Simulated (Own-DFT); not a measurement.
# Strain and stress in grey tin, 32 atoms (Sn32)

Calculated results; nothing here was measured. The program, named Own-DFT, is a retired in-house plane-wave density functional code that no person has reviewed. Each row is one single-point run on a periodic cell that was not relaxed, without spin or spin-orbit coupling.

Settings of every run: PBE; PseudoDojo norm-conserving scalar-relativistic files; cutoff 42 hartree; 3 x 3 x 5 k mesh centred on Gamma; cold (Marzari-Vanderbilt) smearing of 0.2 eV.

Known limits: forces on such cells failed a check on a denser k mesh; stress not checked against mesh or cutoff.

Unstrained cell vectors in Å: (12.978, 0.000, 0.000); (0.000, 12.978, 0.000); (0.000, 0.000, 6.489). The unstrained cell has measured lattice constants (interpolated for alloys), not those of this functional. That, the random moves and any unrelaxed bonds set the pressure at no strain. Each run strains this cell uniformly, with the atoms carried along. Every atom was also moved at random, by a Gaussian of width 0.05 Å on each axis. Strain is the symmetric tensor, in per cent. Stress is positive in tension, and the pressure is minus a third of its trace.

| run | e_xx (%) | e_yy (%) | e_zz (%) | s_xx (GPa) | s_yy (GPa) | s_zz (GPa) | P (GPa) | E (meV/atom) |
|---|---|---|---|---|---|---|---|---|
| 1 | 1.50 | 1.50 | 0.00 | -2.02 | -2.02 | -2.40 | 2.15 | 5.3 |
| 2 | -0.75 | -0.75 | 0.00 | -4.45 | -4.55 | -4.22 | 4.40 | 36.2 |
| 3 | -0.25 | -0.25 | 0.00 | -3.84 | -3.90 | -3.86 | 3.87 | 26.0 |
| 4 | 2.00 | 2.00 | 0.00 | -1.56 | -1.52 | -2.07 | 1.72 | 0.0 |
| 5 | -3.00 | -3.00 | 0.00 | -7.61 | -7.53 | -6.74 | 7.30 | 97.4 |
| 6 | 0.50 | 0.50 | 0.00 | -3.10 | -3.01 | -3.18 | 3.10 | 18.3 |
| 7 | -2.25 | -2.25 | 0.00 | -6.42 | -6.48 | -5.68 | 6.19 | 64.8 |
| 8 | -1.75 | -1.75 | 0.00 | ? | ? | ? | ? | ? |

E is the free energy for each atom above the lowest run shown.

## Worked fit

The change of volume is close to e_xx + e_yy + e_zz. A straight line through the runs shown gives P = 3.76 - 56 x (fractional change of volume) GPa, with an error of 2 on the slope and a scatter of 0.19 GPa. The strain isn't the same on all axes, but the crystal is cubic, so the slope still estimates the bulk modulus, averaged over pressures from 1.7 to 7.3 GPa.

## Withheld run

Question: what pressure should run 8 give? Its volume changes by -3.47 %.

The line gives 5.7 GPa. The calculation gave 5.53 GPa.
